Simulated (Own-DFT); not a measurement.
Simulation results for TiSi2 (C49 TiSi2 crystal, atoms displaced), W33C31 (WC crystal with substituted atoms, atoms displaced)

A calculation, not a measurement: plane-wave density functional theory by an unreviewed code, no spin, of a simulated periodic cell, stress positive in tension, run twice, with PBE and with PBEsol, both on files made for PBE, so the change isn't that of files made for PBEsol, forces on such cells moved up to 12 meV/angstrom on a denser k mesh; the far tail of each file's local potential was reset to the Coulomb form; each entry is a single point on an unrelaxed cell, so the pressure reflects the starting lattice, taken from the Materials Project, from which strain is counted, and rises with the displacements; printed positions are rounded, which can move forces by about a meV/angstrom; the program, named Own-DFT, is a retired in-house code; no spin-orbit coupling; stress was not checked against mesh or cutoff. Program: Own-DFT development build.

Common to all runs: functional PBE, then PBEsol; potential files PseudoDojo norm-conserving, scalar-relativistic, standard set; occupations cold (Marzari-Vanderbilt); smearing width 0.2 eV; k mesh 4 x 4 x 4 centred on Gamma.

(1) TiSi2 (C49 TiSi2 crystal, atoms displaced)

```
TiSi2
1.0
      5.2953    -6.7593     3.5652
      7.0604     0.0000    -7.1303
      5.2953     6.7593     3.5652
Ti Si Ti Si Ti Si Ti Si Ti Si Ti Si Ti Si Ti Si Ti Si Ti Si
2 4 2 4 2 4 2 4 2 4 2 4 2 4 2 4 2 4 2 4
Direct
  0.95925 0.91300 0.15875
  0.82564 0.86468 0.64405
  0.62344 0.90717 0.47243
  0.21389 0.87768 0.31252
  0.92356 0.01687 0.39478
  0.87006 0.78052 0.41571
  0.96209 0.42731 0.15104
  0.85798 0.38152 0.66621
  0.62892 0.45281 0.47967
  0.17353 0.38475 0.30937
  0.92477 0.52028 0.40538
  0.91297 0.28221 0.43459
  0.77029 0.72963 0.96386
  0.66729 0.66118 0.45459
  0.39483 0.73546 0.31251
  0.98135 0.67658 0.11124
  0.67969 0.82791 0.19358
  0.67709 0.56121 0.17776
  0.56113 0.03068 0.74308
  0.47064 0.96150 0.25111
  0.20268 0.02359 0.09837
  0.82610 0.97123 0.91290
  0.49545 0.13340 0.02725
  0.50644 0.88025 0.99683
  0.75211 0.20460 0.98203
  0.64525 0.16744 0.44624
  0.37504 0.22585 0.32135
  0.97886 0.17914 0.11711
  0.71526 0.33190 0.20552
  0.69177 0.04823 0.22634
  0.52195 0.53172 0.73493
  0.45352 0.46211 0.24430
  0.21564 0.52445 0.10356
  0.80587 0.47249 0.91408
  0.50096 0.62818 0.97705
  0.50257 0.36653 0.00932
  0.37439 0.83757 0.52133
  0.23429 0.78054 0.05456
  0.03262 0.82030 0.90345
  0.57676 0.77964 0.68959
  0.29131 0.93192 0.77418
  0.28985 0.68685 0.78806
  0.33967 0.32074 0.56063
  0.25414 0.26590 0.08045
  0.01726 0.31561 0.90025
  0.60558 0.27535 0.70034
  0.31463 0.43816 0.79047
  0.30520 0.17037 0.81883
  0.14088 0.61236 0.34097
  0.02543 0.57154 0.82828
  0.81800 0.64825 0.66014
  0.39854 0.57147 0.51935
  0.08743 0.73242 0.59001
  0.11999 0.44362 0.59782
  0.12460 0.13520 0.33940
  0.05011 0.08520 0.85049
  0.78783 0.12395 0.69341
  0.40036 0.06387 0.50361
  0.10374 0.22749 0.60507
  0.08940 0.97486 0.60830
```

Settings of this run: wave cutoff 42 hartree.

It finds PBE pressure 10.05 GPa; PBE stress xx -12.05 GPa; PBE stress yy -6.78 GPa; PBE stress zz -11.32 GPa; PBE stress yz 0.58 GPa; PBE stress xz -0.8 GPa; PBE stress xy 1.12 GPa; PBEsol pressure 6.73 GPa; PBEsol stress xx -8.61 GPa; PBEsol stress yy -3.21 GPa; PBEsol stress zz -8.37 GPa; PBEsol stress yz 0.58 GPa; PBEsol stress xz -0.81 GPa; PBEsol stress xy 1.12 GPa; rms change of force components from PBE to PBEsol 0.03 eV/Å.

Force:
```csv
force element,PBE force x (eV/Å),PBE force y (eV/Å),PBE force z (eV/Å),PBEsol force x (eV/Å),PBEsol force y (eV/Å),PBEsol force z (eV/Å)
Ti,0.668,1.293,-0.897,0.661,1.243,-0.905
Ti,5.521,-1.392,-1.111,5.452,-1.391,-1.099
Si,0.848,0.541,-1.489,0.824,0.53,-1.487
Si,-1.788,2.762,-3.709,-1.761,2.824,-3.723
Si,-0.928,2.066,-1.031,-0.921,2.019,-1.057
Si,-0.252,-3.412,0.336,-0.284,-3.369,0.328
Ti,-1.148,1.529,-0.727,-1.129,1.501,-0.703
Ti,-1.023,-0.621,-0.29,-1.006,-0.635,-0.286
Si,-3.822,0.848,3.938,-3.769,0.807,3.912
Si,0.245,0.154,2.254,0.223,0.197,2.23
Si,-0.819,1.436,-1.458,-0.81,1.417,-1.505
Si,-2.919,-0.187,-1.149,-2.951,-0.185,-1.141
Ti,-3.125,0.908,-1.88,-3.094,0.89,-1.86
Ti,-0.594,-0.106,-4.467,-0.542,-0.059,-4.465
Si,-2.947,-4.242,3.731,-2.897,-4.301,3.741
Si,0.888,-0.477,1.904,0.884,-0.431,1.899
Si,-0.259,-1.83,3.108,-0.271,-1.812,3.133
Si,2.869,-0.572,-0.482,2.915,-0.563,-0.49
Ti,-0.935,2.282,0.617,-0.929,2.211,0.603
Ti,-1.104,2.488,-3.147,-1.083,2.491,-3.107
Si,0.278,-0.401,-0.467,0.265,-0.436,-0.487
Si,-1.298,1.217,-1.103,-1.27,1.272,-1.099
Si,-0.976,-0.934,0.64,-0.967,-0.906,0.673
Si,-1.183,-0.188,-0.606,-1.178,-0.186,-0.629
Ti,-1.04,-1.234,-2.692,-1.034,-1.259,-2.678
Ti,1.099,-0.384,-0.569,1.073,-0.334,-0.543
Si,0.56,-2.565,0.039,0.553,-2.624,-0.003
Si,-0.157,-0.338,0.932,-0.149,-0.292,0.935
Si,-1.246,0.713,1.641,-1.28,0.704,1.687
Si,2.274,-2.473,-1.226,2.289,-2.44,-1.258
Ti,4.082,-0.937,3.071,4.034,-0.928,3.02
Ti,1.273,0.851,-0.235,1.255,0.85,-0.23
Si,-1.216,-0.741,-1.475,-1.194,-0.761,-1.469
Si,-1.198,0.669,-1.182,-1.169,0.667,-1.197
Si,0.335,0.814,-0.351,0.303,0.788,-0.354
Si,0.197,-0.437,-0.684,0.224,-0.423,-0.689
Ti,-0.666,5.739,1.741,-0.677,5.65,1.744
Ti,2.075,-2.832,2.674,2.068,-2.766,2.648
Si,-2.571,0.054,-2.158,-2.541,0.024,-2.124
Si,1.577,0.273,2.244,1.548,0.294,2.228
Si,1.545,0.117,1.071,1.576,0.109,1.083
Si,-0.301,0.337,0.248,-0.303,0.324,0.269
Ti,0.782,-2.003,1.127,0.765,-1.985,1.099
Ti,-1.303,-1.931,-1.838,-1.291,-1.876,-1.819
Si,0.824,-0.012,-0.632,0.813,-0.067,-0.631
Si,0.462,1.761,-2.349,0.448,1.82,-2.389
Si,-1.524,2.543,0.49,-1.517,2.486,0.496
Si,0.113,-0.468,-0.333,0.111,-0.459,-0.357
Ti,3.962,0.208,-0.785,3.906,0.168,-0.775
Ti,3.373,-1.346,1.434,3.33,-1.296,1.409
Si,-1.697,1.659,4.509,-1.694,1.641,4.506
Si,-2.616,-0.571,-2.328,-2.584,-0.51,-2.297
Si,-0.243,-0.204,0.658,-0.282,-0.192,0.68
Si,2.26,1.9,-3.492,2.289,1.877,-3.508
Ti,2.433,-0.145,2.758,2.432,-0.169,2.738
Ti,-0.802,-0.774,1.282,-0.797,-0.75,1.294
Si,1.401,-2.469,2.184,1.362,-2.516,2.209
Si,1.254,0.79,-0.279,1.248,0.826,-0.206
Si,-1.065,0.572,2.647,-1.057,0.564,2.693
Si,-0.432,-0.301,-0.655,-0.421,-0.275,-0.686
```

(2) TiSi2 (C49 TiSi2 crystal, atoms displaced)

```
TiSi2
1.0
      5.2953    -6.7593     3.5652
      7.0604     0.0000    -7.1303
      5.2953     6.7593     3.5652
Ti Si Ti Si Ti Si Ti Si Ti Si Ti Si Ti Si Ti Si Ti Si Ti Si
2 4 2 4 2 4 2 4 2 4 2 4 2 4 2 4 2 4 2 4
Direct
  0.95167 0.92086 0.17582
  0.85608 0.88012 0.64014
  0.59639 0.92538 0.46727
  0.20831 0.89369 0.31134
  0.92004 0.02883 0.39884
  0.86716 0.77580 0.40353
  0.95134 0.42720 0.14085
  0.85634 0.36314 0.67432
  0.61003 0.41459 0.49219
  0.19248 0.38068 0.30697
  0.90894 0.50804 0.40372
  0.89102 0.25654 0.39189
  0.75382 0.73042 0.97654
  0.64550 0.69162 0.46545
  0.39039 0.73405 0.28538
  0.01497 0.65823 0.08459
  0.69956 0.83233 0.20323
  0.69845 0.58300 0.22771
  0.54143 0.02174 0.74047
  0.47488 0.95719 0.22286
  0.20301 0.00864 0.06899
  0.76257 0.96945 0.88631
  0.50163 0.15759 0.99206
  0.51404 0.89650 0.00276
  0.75877 0.21907 0.95627
  0.64164 0.16576 0.44829
  0.41421 0.21436 0.27892
  0.02496 0.18221 0.13293
  0.70298 0.33357 0.20544
  0.70583 0.07755 0.18539
  0.54769 0.53413 0.75425
  0.46939 0.46017 0.27375
  0.22862 0.49308 0.08090
  0.79502 0.47335 0.93727
  0.50939 0.62089 0.01022
  0.49705 0.38271 0.99788
  0.35456 0.82470 0.57266
  0.25021 0.77047 0.05252
  0.00794 0.82027 0.88943
  0.61684 0.77962 0.70099
  0.32366 0.92373 0.79489
  0.33341 0.66770 0.82034
  0.34796 0.29811 0.56461
  0.24118 0.24150 0.06160
  0.99029 0.32811 0.89106
  0.61860 0.27217 0.72853
  0.30791 0.43831 0.81031
  0.28100 0.18865 0.80433
  0.14542 0.64158 0.36073
  0.06306 0.55454 0.86318
  0.78918 0.65836 0.68020
  0.36649 0.58261 0.54417
  0.09585 0.72897 0.59835
  0.10385 0.48111 0.59852
  0.13768 0.12542 0.35532
  0.05345 0.07850 0.86485
  0.81097 0.11808 0.66406
  0.38129 0.08800 0.51515
  0.10756 0.24809 0.59757
  0.09406 0.97639 0.59153
```

Settings of this run: wave cutoff 42 hartree.

Results for TiSi2 (C49 TiSi2 crystal, atoms displaced): PBE pressure 9.09 GPa; PBE stress xx -9.59 GPa; PBE stress yy -7.76 GPa; PBE stress zz -9.92 GPa; PBE stress yz 1.62 GPa; PBE stress xz -0.68 GPa; PBE stress xy -1.11 GPa; PBEsol pressure 5.77 GPa; PBEsol stress xx -6.18 GPa; PBEsol stress yy -4.21 GPa; PBEsol stress zz -6.91 GPa; PBEsol stress yz 1.66 GPa; PBEsol stress xz -0.66 GPa; PBEsol stress xy -1.17 GPa; rms change of force components from PBE to PBEsol 0.028 eV/Å.

Force:
```csv
force element,PBE force x (eV/Å),PBE force y (eV/Å),PBE force z (eV/Å),PBEsol force x (eV/Å),PBEsol force y (eV/Å),PBEsol force z (eV/Å)
Ti,-1.326,-1.726,-0.777,-1.304,-1.731,-0.77
Ti,0.334,0.823,-0.343,0.311,0.853,-0.349
Si,1.962,0.894,-0.294,1.936,0.858,-0.291
Si,-1.157,1.044,0.181,-1.138,1.113,0.151
Si,-2.63,1.711,0.393,-2.672,1.674,0.407
Si,1.654,-2.211,1.383,1.674,-2.18,1.389
Ti,1.924,2.143,2.027,1.9,2.098,2.026
Ti,-1.227,-2.13,-3.244,-1.224,-2.086,-3.194
Si,2.12,1.244,0.665,2.084,1.209,0.644
Si,0.386,0.233,0.828,0.372,0.29,0.852
Si,0.528,0.425,-0.581,0.533,0.408,-0.579
Si,1.99,0.358,-0.976,2.01,0.346,-0.958
Ti,-2.217,-1.241,0.494,-2.213,-1.257,0.486
Ti,-4.69,-1.004,0.282,-4.617,-0.988,0.268
Si,0.455,-0.328,3.481,0.445,-0.383,3.495
Si,2.006,1.984,-0.002,1.973,2.024,0.029
Si,-0.121,-1.074,1.061,-0.143,-1.065,1.026
Si,-0.551,-0.776,-0.041,-0.556,-0.758,-0.059
Ti,1.166,-0.163,-1.159,1.144,-0.185,-1.154
Ti,1.963,4.926,-3.268,1.959,4.906,-3.243
Si,2.092,0.291,1.754,2.064,0.242,1.736
Si,2.991,-0.801,1.29,2.952,-0.769,1.278
Si,-2.08,0.087,2.064,-2.109,0.091,2.09
Si,-2.554,-1.672,-0.216,-2.531,-1.654,-0.201
Ti,0.876,0.661,0.265,0.879,0.643,0.232
Ti,0.38,-1.205,-0.661,0.389,-1.183,-0.665
Si,0.152,0.614,0.472,0.151,0.571,0.467
Si,-5.159,1.116,-2.066,-5.096,1.128,-2.052
Si,-0.76,-0.275,0.152,-0.779,-0.265,0.129
Si,0.613,0.566,0.298,0.613,0.554,0.31
Ti,0.514,-0.485,1.891,0.517,-0.454,1.862
Ti,-1.796,-0.212,-3.09,-1.799,-0.224,-3.062
Si,1.497,-0.004,-0.53,1.464,-0.042,-0.545
Si,-1.727,-0.159,-2.933,-1.7,-0.136,-2.933
Si,1.564,0.301,0.17,1.599,0.291,0.169
Si,1.495,0.066,0.454,1.528,0.051,0.461
Ti,-1.026,-1.093,-1.2,-1.016,-1.105,-1.178
Ti,-0.764,-1.013,0.427,-0.747,-0.983,0.419
Si,0.231,-0.127,-0.821,0.238,-0.169,-0.846
Si,0.301,6.365,-5.559,0.294,6.443,-5.628
Si,-0.172,2.583,-0.537,-0.188,2.532,-0.549
Si,-0.569,1.173,-2.823,-0.58,1.148,-2.849
Ti,4.152,-0.961,-3.682,4.106,-0.955,-3.659
Ti,2.877,-3.263,-1.823,2.854,-3.216,-1.832
Si,1.514,-0.155,3.099,1.494,-0.198,3.105
Si,-2.171,0.34,-1.816,-2.132,0.381,-1.798
Si,-1.834,-0.168,0.371,-1.863,-0.171,0.356
Si,-0.149,-0.62,1.408,-0.15,-0.603,1.418
Ti,-1.253,-0.384,0.188,-1.226,-0.391,0.199
Ti,-0.543,-1.528,-2.651,-0.52,-1.474,-2.607
Si,0.174,-4.394,9.973,0.167,-4.475,10
Si,-1.21,-1.641,0.572,-1.182,-1.637,0.561
Si,0.594,0.442,0.212,0.592,0.434,0.204
Si,0.493,0.594,-0.088,0.519,0.593,-0.086
Ti,3.476,-0.348,1.401,3.437,-0.334,1.377
Ti,-3.051,-1.015,-1.681,-2.997,-0.991,-1.676
Si,1.615,0.428,0.918,1.589,0.386,0.922
Si,-2.836,-0.923,2.462,-2.789,-0.862,2.459
Si,-2.244,1.402,0.905,-2.274,1.377,0.914
Si,1.728,0.287,1.323,1.755,0.282,1.321
```

(3) TiSi2 (C49 TiSi2 crystal, atoms displaced)

```
TiSi2
1.0
      5.2953    -6.7593     3.5652
      7.0604     0.0000    -7.1303
      5.2953     6.7593     3.5652
Ti Si Ti Si Ti Si Ti Si Ti Si Ti Si Ti Si Ti Si Ti Si Ti Si
2 4 2 4 2 4 2 4 2 4 2 4 2 4 2 4 2 4 2 4
Direct
  0.92749 0.92857 0.20027
  0.86133 0.88042 0.64753
  0.61411 0.90944 0.51848
  0.19476 0.88632 0.35407
  0.91409 0.02957 0.38712
  0.87385 0.81731 0.42537
  0.94895 0.40494 0.16741
  0.86876 0.37894 0.61672
  0.61266 0.42172 0.51401
  0.19097 0.36302 0.28669
  0.90005 0.52795 0.40865
  0.89592 0.27943 0.40679
  0.73724 0.75180 0.94819
  0.65393 0.67472 0.46019
  0.38415 0.72048 0.29531
  0.97075 0.66534 0.11688
  0.70861 0.78784 0.18806
  0.69853 0.58466 0.20160
  0.56709 0.00094 0.79146
  0.46401 0.98186 0.23540
  0.19738 0.03825 0.08495
  0.78781 0.97036 0.89632
  0.53436 0.13741 0.00549
  0.50802 0.86878 0.98745
  0.74690 0.21429 0.94677
  0.65102 0.14649 0.45334
  0.40561 0.20106 0.29705
  0.97121 0.17506 0.10412
  0.71958 0.32421 0.20327
  0.72064 0.04831 0.17574
  0.56353 0.49793 0.79452
  0.43758 0.45684 0.21953
  0.23090 0.51271 0.09432
  0.79499 0.47518 0.92469
  0.51250 0.59675 0.01109
  0.49643 0.36052 0.01204
  0.34823 0.84268 0.55621
  0.24108 0.80173 0.05997
  0.99734 0.84420 0.88607
  0.60336 0.76995 0.72697
  0.30191 0.93210 0.79647
  0.29743 0.68002 0.80829
  0.34047 0.31108 0.54326
  0.26665 0.29760 0.05015
  0.01333 0.32032 0.90829
  0.61677 0.25385 0.71621
  0.31336 0.41910 0.79885
  0.31926 0.18865 0.78273
  0.16175 0.62386 0.37115
  0.07508 0.58456 0.84825
  0.83976 0.62463 0.70408
  0.36004 0.59353 0.51282
  0.09890 0.74856 0.57413
  0.08721 0.47335 0.60457
  0.15586 0.11011 0.34787
  0.07136 0.08570 0.86900
  0.81350 0.12787 0.72301
  0.39261 0.08284 0.52253
  0.10745 0.20492 0.61311
  0.09755 0.99664 0.59591
```

Here we set wave cutoff 42 hartree.

It finds PBE pressure 13.9 GPa; PBE stress xx -14.04 GPa; PBE stress yy -13.42 GPa; PBE stress zz -14.26 GPa; PBE stress yz -1.12 GPa; PBE stress xz 0.01 GPa; PBE stress xy -0.9 GPa; PBEsol pressure 10.59 GPa; PBEsol stress xx -10.59 GPa; PBEsol stress yy -9.91 GPa; PBEsol stress zz -11.27 GPa; PBEsol stress yz -1.11 GPa; PBEsol stress xz 0.05 GPa; PBEsol stress xy -0.88 GPa; rms change of force components from PBE to PBEsol 0.034 eV/Å.

Force:
```csv
force element,PBE force x (eV/Å),PBE force y (eV/Å),PBE force z (eV/Å),PBEsol force x (eV/Å),PBEsol force y (eV/Å),PBEsol force z (eV/Å)
Ti,-3.742,-10.7,3.543,-3.696,-10.63,3.513
Ti,1.698,2.047,0.069,1.677,2.068,0.07
Si,-0.604,-0.552,-2.153,-0.596,-0.596,-2.169
Si,-4.489,-1.783,-0.571,-4.447,-1.768,-0.601
Si,4.144,3.982,-1.797,4.119,3.925,-1.811
Si,-4.01,-1.009,2.007,-4.033,-0.984,1.994
Ti,0.937,-1.267,-2.228,0.91,-1.271,-2.201
Ti,1.224,5.942,2.166,1.214,5.911,2.145
Si,-1.369,0.153,-1.235,-1.33,0.103,-1.244
Si,1.733,1.68,1.309,1.701,1.712,1.311
Si,0.145,-1.478,-1.246,0.147,-1.451,-1.244
Si,-1.231,-1.045,0.743,-1.183,-1.037,0.749
Ti,-1.684,-1.55,4.741,-1.666,-1.529,4.675
Ti,-0.815,-0.089,0.399,-0.786,-0.098,0.398
Si,1.629,-1.608,0.131,1.593,-1.653,0.109
Si,1.465,-1.177,0.288,1.44,-1.163,0.29
Si,5.205,2.106,-3.903,5.258,2.072,-3.956
Si,-3.273,0.613,4.274,-3.299,0.614,4.322
Ti,-2.423,-2.286,-6.143,-2.392,-2.313,-6.072
Ti,-1.434,1.154,1.878,-1.414,1.187,1.859
Si,2.925,0.782,2.337,2.912,0.741,2.349
Si,3.654,1.054,2.161,3.58,1.167,2.145
Si,-3.692,2.649,0.668,-3.734,2.612,0.678
Si,0.069,4.039,0.58,0.094,3.982,0.569
Ti,3.256,-0.664,-0.188,3.208,-0.67,-0.181
Ti,2.308,-0.646,-1.561,2.299,-0.607,-1.543
Si,1.333,-0.639,-1.5,1.311,-0.692,-1.507
Si,0.808,0.455,2.3,0.788,0.516,2.295
Si,-1.705,1.65,-0.124,-1.722,1.621,-0.137
Si,0.4,4.492,-3.069,0.413,4.457,-3.011
Ti,-1.381,-3.244,-3.347,-1.364,-3.228,-3.306
Ti,6.532,1.74,3.951,6.439,1.732,3.91
Si,-0.214,1.33,-6.549,-0.218,1.261,-6.527
Si,0.701,-0.582,0.441,0.69,-0.506,0.435
Si,0.704,0.271,-2.137,0.677,0.261,-2.133
Si,0.965,-2.34,-0.416,0.98,-2.302,-0.447
Ti,1.102,0.268,2.642,1.076,0.266,2.599
Ti,-2.302,-1.074,1.131,-2.293,-1.07,1.124
Si,0.836,-0.669,3.226,0.825,-0.741,3.238
Si,-2.521,-0.125,0.219,-2.472,-0.059,0.242
Si,0.468,0.617,0.567,0.478,0.609,0.553
Si,0.699,-1.097,-0.063,0.676,-1.072,-0.06
Ti,2.74,-0.853,-2.105,2.71,-0.85,-2.073
Ti,-5.491,0.285,2.654,-5.412,0.307,2.64
Si,0.653,-0.831,-2.061,0.657,-0.901,-2.038
Si,-1.327,1.973,-4.353,-1.317,2.069,-4.348
Si,0.211,0.339,-1.103,0.247,0.344,-1.12
Si,-0.295,1.458,1.921,-0.298,1.44,1.947
Ti,-4.889,0.35,-3.123,-4.819,0.321,-3.102
Ti,-0.863,1.891,0.451,-0.872,1.895,0.45
Si,-1.168,0.607,-0.748,-1.146,0.553,-0.758
Si,2.697,-0.783,4.948,2.673,-0.728,4.923
Si,0.629,1.487,1.82,0.633,1.484,1.847
Si,1.693,-2.053,0.332,1.685,-2.035,0.342
Ti,2.517,0.798,-2.966,2.515,0.807,-2.935
Ti,-3.733,-1.27,-1.632,-3.728,-1.246,-1.633
Si,-0.819,-4.835,0.643,-0.783,-4.909,0.671
Si,-0.924,-0.048,2.124,-0.921,-0.01,2.126
Si,2.268,-0.417,-3.163,2.301,-0.405,-3.213
Si,-1.95,0.499,2.821,-1.986,0.491,2.854
```

(4) W33C31 (WC crystal with substituted atoms, atoms displaced)

```
W33C31
1.0
      5.8332    -5.0517    -2.8394
      0.0000    -5.0517     8.5183
     -5.8332    -5.0517    -2.8394
W C W C W C W C W C W C W C W C W C W C W C W C W C W C W C W C W C W C W C W C W C W C W C W C W C W C W C W C W C W C W C
1 1 1 1 1 1 1 1 1 1 1 1 1 1 1 1 1 1 1 1 1 1 1 1 1 1 1 1 1 1 1 1 1 1 1 1 1 1 3 1 1 1 1 1 1 1 1 1 1 1 1 1 1 1 1 1 1 1 1 1 1 1
Direct
  0.68461 0.87502 0.93415
  0.69088 0.96141 0.69285
  0.37263 0.75080 0.87342
  0.38154 0.83098 0.62528
  0.19160 0.37245 0.94398
  0.18791 0.46118 0.68301
  0.05998 0.62955 0.81965
  0.06752 0.70665 0.56680
  0.93998 0.87315 0.69007
  0.93615 0.95917 0.43850
  0.87865 0.25205 0.87684
  0.88111 0.33493 0.62793
  0.75073 0.49762 0.74609
  0.75225 0.58273 0.49892
  0.62157 0.75576 0.62505
  0.62635 0.83306 0.37585
  0.56418 0.12525 0.81141
  0.55988 0.20567 0.55981
  0.43560 0.37421 0.68654
  0.44063 0.46029 0.43542
  0.31230 0.62411 0.56510
  0.31162 0.70367 0.30423
  0.18205 0.87222 0.43588
  0.18865 0.95718 0.18892
  0.25192 0.00007 0.75125
  0.25336 0.08931 0.50108
  0.12527 0.24907 0.62819
  0.12437 0.33711 0.37257
  0.99880 0.50032 0.49959
  0.00242 0.58067 0.25611
  0.87190 0.75048 0.37545
  0.87066 0.83333 0.12492
  0.81380 0.12468 0.56356
  0.81190 0.20784 0.31716
  0.68909 0.37711 0.44076
  0.68246 0.45361 0.18944
  0.55485 0.62383 0.31226
  0.55872 0.70603 0.06381
  0.43647 0.87433 0.19580
  0.43442 0.95968 0.94268
  0.49271 0.99726 0.49519
  0.49649 0.08374 0.24963
  0.37605 0.25010 0.37521
  0.38060 0.33331 0.13064
  0.24862 0.49884 0.24415
  0.25408 0.58308 0.00499
  0.12984 0.74687 0.12963
  0.12491 0.83388 0.87676
  0.05654 0.12199 0.31522
  0.06562 0.20703 0.06392
  0.93456 0.36454 0.18195
  0.93847 0.45885 0.93940
  0.80974 0.63025 0.06871
  0.80727 0.70693 0.81612
  0.74932 0.99735 0.24953
  0.75296 0.08075 0.99896
  0.62131 0.25164 0.12214
  0.62956 0.33357 0.86891
  0.49815 0.49649 0.00084
  0.49855 0.58078 0.75237
  0.31427 0.13066 0.06417
  0.31756 0.20348 0.82067
  0.99267 0.00024 0.00123
  0.99700 0.08494 0.74580
```

It was run with wave cutoff 50 hartree.

It finds PBE pressure 16.01 GPa; PBE stress xx -15.04 GPa; PBE stress yy -14.54 GPa; PBE stress zz -18.44 GPa; PBE stress yz -0.01 GPa; PBE stress xz 0.16 GPa; PBE stress xy 0.26 GPa; PBEsol pressure 7.67 GPa; PBEsol stress xx -6.86 GPa; PBEsol stress yy -6.39 GPa; PBEsol stress zz -9.78 GPa; PBEsol stress yz 0 GPa; PBEsol stress xz 0.16 GPa; PBEsol stress xy 0.25 GPa; rms change of force components from PBE to PBEsol 0.042 eV/Å.

Force:
```csv
force element,PBE force x (eV/Å),PBE force y (eV/Å),PBE force z (eV/Å),PBEsol force x (eV/Å),PBEsol force y (eV/Å),PBEsol force z (eV/Å)
W,6.308,-4.141,-5.511,6.151,-4.047,-5.368
C,0.853,1.034,0.134,0.838,1.02,0.129
W,0.223,6.929,-5.996,0.221,6.754,-5.851
C,-0.641,1.167,0.931,-0.63,1.15,0.914
W,0.716,1.188,2.157,0.703,1.174,2.117
C,-0.896,-0.285,-0.835,-0.879,-0.279,-0.829
W,0.846,1.228,-1.34,0.844,1.211,-1.309
C,-0.38,0.533,0.595,-0.374,0.526,0.586
W,-0.142,0.398,0.897,-0.144,0.388,0.892
C,-0.148,0.18,-0.429,-0.142,0.178,-0.424
W,0.143,0.939,-0.19,0.142,0.926,-0.19
C,-0.093,0.765,0.017,-0.092,0.753,0.02
W,-0.839,-1.256,0.747,-0.824,-1.237,0.729
C,-0.549,0.129,0.493,-0.539,0.131,0.48
W,0.762,0.035,-2.431,0.743,0.031,-2.401
C,-0.208,0.231,-0.031,-0.211,0.232,-0.022
W,6.586,-3.705,4.874,6.416,-3.618,4.749
C,0.099,-0.37,0.198,0.094,-0.369,0.195
W,0.024,-0.136,-0.011,0.023,-0.132,-0.009
C,-0.791,0.401,-0.368,-0.779,0.396,-0.363
W,0.584,0.37,0.335,0.574,0.359,0.334
C,-1.201,-1.062,-0.281,-1.182,-1.046,-0.275
W,0.222,-1.286,-0.106,0.228,-1.268,-0.098
C,-0.734,0.509,0.284,-0.736,0.503,0.272
W,0.153,8.492,5.845,0.152,8.283,5.695
C,-0.365,1.189,-0.386,-0.363,1.174,-0.384
W,0.713,-0.502,0.848,0.701,-0.496,0.839
C,-0.319,0.374,-0.99,-0.317,0.37,-0.976
W,0.338,-0.502,-0.408,0.325,-0.494,-0.403
C,0.154,0.951,0.818,0.151,0.935,0.812
W,0.302,-0.437,-0.725,0.307,-0.426,-0.712
C,0.06,-0.5,-0.349,0.055,-0.491,-0.341
W,-0.323,0.369,0.421,-0.31,0.362,0.411
C,0.139,0.61,0.122,0.143,0.598,0.122
W,0.19,1.149,-0.495,0.184,1.14,-0.489
C,0.513,-0.609,0.532,0.498,-0.594,0.528
W,1.512,-1.073,-0.819,1.505,-1.05,-0.809
C,0.123,-0.086,-0.478,0.119,-0.082,-0.49
W,-4.827,-2.337,-4.739,-4.702,-2.265,-4.611
W,-1.986,-1.069,-0.986,-1.945,-1.049,-0.974
W,0.163,-2.285,0.054,0.165,-2.25,0.054
C,0.268,-0.781,-0.268,0.262,-0.773,-0.263
W,-0.531,-0.077,0.365,-0.519,-0.07,0.355
C,-0.049,0.556,0.691,-0.049,0.553,0.68
W,-1.284,-1.115,-1.11,-1.255,-1.114,-1.091
C,0.056,0.959,0.353,0.054,0.943,0.347
W,-0.61,1.164,1.985,-0.596,1.145,1.953
C,-0.615,0.123,0.147,-0.607,0.128,0.142
W,1.224,-1.18,0.048,1.207,-1.156,0.051
C,-0.376,0.603,0.008,-0.377,0.592,0.013
W,-1.014,-2.74,2.096,-1,-2.709,2.062
C,-0.042,-0.081,0.171,-0.039,-0.075,0.165
W,0.475,1.596,-1.866,0.466,1.58,-1.834
C,0.624,0.059,-0.301,0.618,0.047,-0.295
W,-0.489,-0.425,0.865,-0.48,-0.423,0.84
C,-0.43,-0.375,0.643,-0.423,-0.369,0.632
W,0.518,-0.714,-1.683,0.504,-0.705,-1.656
C,-0.921,-0.06,-0.013,-0.906,-0.056,-0.015
W,0.865,-1.013,0.752,0.836,-1.009,0.74
C,0.562,-0.059,0.164,0.549,-0.052,0.166
W,-7.058,-2.829,4.309,-6.882,-2.75,4.189
C,0.396,0.491,1.959,0.391,0.481,1.95
W,1.554,-0.956,-0.926,1.529,-0.94,-0.905
C,-0.407,-0.676,-0.789,-0.399,-0.664,-0.778
```
